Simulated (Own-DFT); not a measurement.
# What a change of functional does to the pressure

All numbers below are calculated, not measured. The program, named Own-DFT, is a retired in-house plane-wave density functional code that no person has reviewed. Each row is one single-point run on a periodic cell that was not relaxed, without spin or spin-orbit coupling.

Known limits, some of them of some rows only: not probed for a lower state with spin; forces on such cells failed a check on a denser k mesh; forces on such cells passed a denser k mesh, each cell not checked; stress not checked against mesh or cutoff.

Each cell was run twice at the same cutoff, k mesh and smearing, with PBE and with PBEsol, on PseudoDojo norm-conserving files made for PBE. Atoms were moved at random from their sites; u is the rms move along one axis. Files made for PBEsol would give a somewhat different change.

| cell | atoms | volume (Å³/atom) | u (Å) | cutoff (hartree) | P with PBE (GPa) | P with PBEsol (GPa) | change (GPa) |
|---|---|---|---|---|---|---|---|
| C40 NbSi2 with two Nb on a Si site each (Nb14Si22) | 36 | 14.64 | 0.032 | 42 | 7.61 | 3.56 | -4.05 |
| C40 NbSi2 with two Nb on a Si site each (Nb14Si22) | 36 | 14.64 | 0.054 | 42 | 8.88 | 4.83 | -4.05 |
| C40 NbSi2 with two Nb on a Si site each (Nb14Si22) | 36 | 14.64 | 0.030 | 42 | 7.46 | 3.41 | -4.05 |
| D0_22 TiAl3 with two Al on a Ti site each (Al32Ti8) | 40 | 15.63 | 0.074 | 42 | 4.34 | 2.65 | -1.69 |
| D0_22 TiAl3 with two Al on a Ti site each (Al32Ti8) | 40 | 15.63 | 0.029 | 42 | 2.90 | 1.21 | -1.69 |
| D0_22 TiAl3 with two Al on a Ti site each (Al32Ti8) | 40 | 15.63 | 0.048 | 42 | 3.26 | ? | ? |
| diamond-structure SiGe in clusters (Ge16Si48) | 64 | 20.66 | 0.029 | 42 | 2.44 | 0.66 | -1.79 |
| diamond-structure SiGe in clusters (Ge16Si48) | 64 | 20.66 | 0.032 | 42 | 2.54 | 0.75 | -1.79 |
| diamond-structure SiGe in clusters (Ge16Si48) | 64 | 20.66 | 0.031 | 42 | 2.49 | 0.70 | -1.79 |
| wurtzite AlGaN with randomly placed atoms (Al9Ga27N36) | 72 | 11.17 | 0.080 | 42 | 10.41 | 5.52 | -4.89 |
| wurtzite AlGaN with randomly placed atoms (Al9Ga27N36) | 72 | 11.17 | 0.076 | 42 | 9.40 | 4.49 | -4.90 |
| wurtzite AlGaN with randomly placed atoms (Al9Ga27N36) | 72 | 11.79 | 0.049 | 42 | -2.70 | -7.18 | -4.48 |

## Worked reading

Mean change of pressure by composition, in GPa: AlGa3N4, -4.76; Nb7Si11, -4.05; GeSi3, -1.79; Al4Ti, -1.69. At a fixed cell PBEsol gives the lower pressure, because it favours a smaller volume than PBE. Here the change varies more between materials than between cells of one material.

## Withheld value

Question: what PBEsol pressure should the Al32Ti8 cell with the blank give?

Adding the mean change of the cells with its composition, -1.69 GPa, to 3.26 gives 1.6 GPa. The calculation gave 1.56 GPa.
